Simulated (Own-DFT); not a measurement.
# Point defects and the pressure they add: hexagonal WC

Everything here is calculated. The program is Own-DFT (plane waves, in-house, since retired, never reviewed by a person); positions were held fixed, and spin and spin-orbit coupling were off.

Method: PBE; PseudoDojo norm-conserving scalar-relativistic files; cutoff 50 hartree; 4 x 4 x 4 k mesh centred on Gamma; cold (Marzari-Vanderbilt) smearing of 0.2 eV.

Known weak points: forces on such cells moved up to 12 meV/angstrom on a denser k mesh; stress not checked against mesh or cutoff.

All runs share one cell, with vectors in Å (5.833, -5.052, -2.839); (0.000, -5.052, 8.518); (-5.833, -5.052, -2.839) and a volume of 669.4 Å³. u is the rms random offset of the atoms per axis. The defect's site can differ from row to row.

```
             cell  formula   u (Å)  P (GPa)
        no defect   C32W32  0.0200     3.26
        no defect   C32W32  0.0502     6.54
        no defect   C32W32  0.0527     7.36
one C on a W site   C33W31  0.0268     2.18
one C on a W site   C33W31  0.0274     2.20
one C on a W site   C33W31  0.0517     5.25
one C on a W site   C33W31  0.0522        ?
    one C vacancy   C31W32  0.0318     3.33
    one C vacancy   C31W32  0.0460     5.23
    one C vacancy   C31W32  0.0473     5.39
    one W vacancy   C32W31  0.0272     1.64
    one W vacancy   C32W31  0.0483     4.17
    one W vacancy   C32W31  0.0491     3.78
one W on a C site   C31W33  0.0281    16.21
one W on a C site   C31W33  0.0303    16.05
one W on a C site   C31W33  0.0324    16.92
```

## Fit

P = P0 + c u² + a shift for each defect gives P0 = 2.70 GPa, c = 1595 ± 81 GPa/Å² and a scatter of 0.24 GPa. The shifts, and each times the cell's volume:

- one W on a C site: 12.23 ± 0.21 GPa, 51.1 eV
- one C vacancy: -0.90 ± 0.19 GPa, -3.8 eV
- one C on a W site: -1.69 ± 0.20 GPa, -7.1 eV
- one W vacancy: -2.42 ± 0.19 GPa, -10.1 eV

Positive is outwards. The product with the volume (160.2 GPa Å³ to the eV) is nearly free of the cell's size; divided by the bulk modulus at the cell's pressure it gives the volume that the defect adds. The atoms around the defects weren't relaxed, which would change these numbers.

## Test on the hidden row

The question: what pressure belongs in the blank (one C on a W site, u = 0.0522 Å)?

The fit gives 5.35 ± 0.29 GPa. Computed: 4.88 GPa.
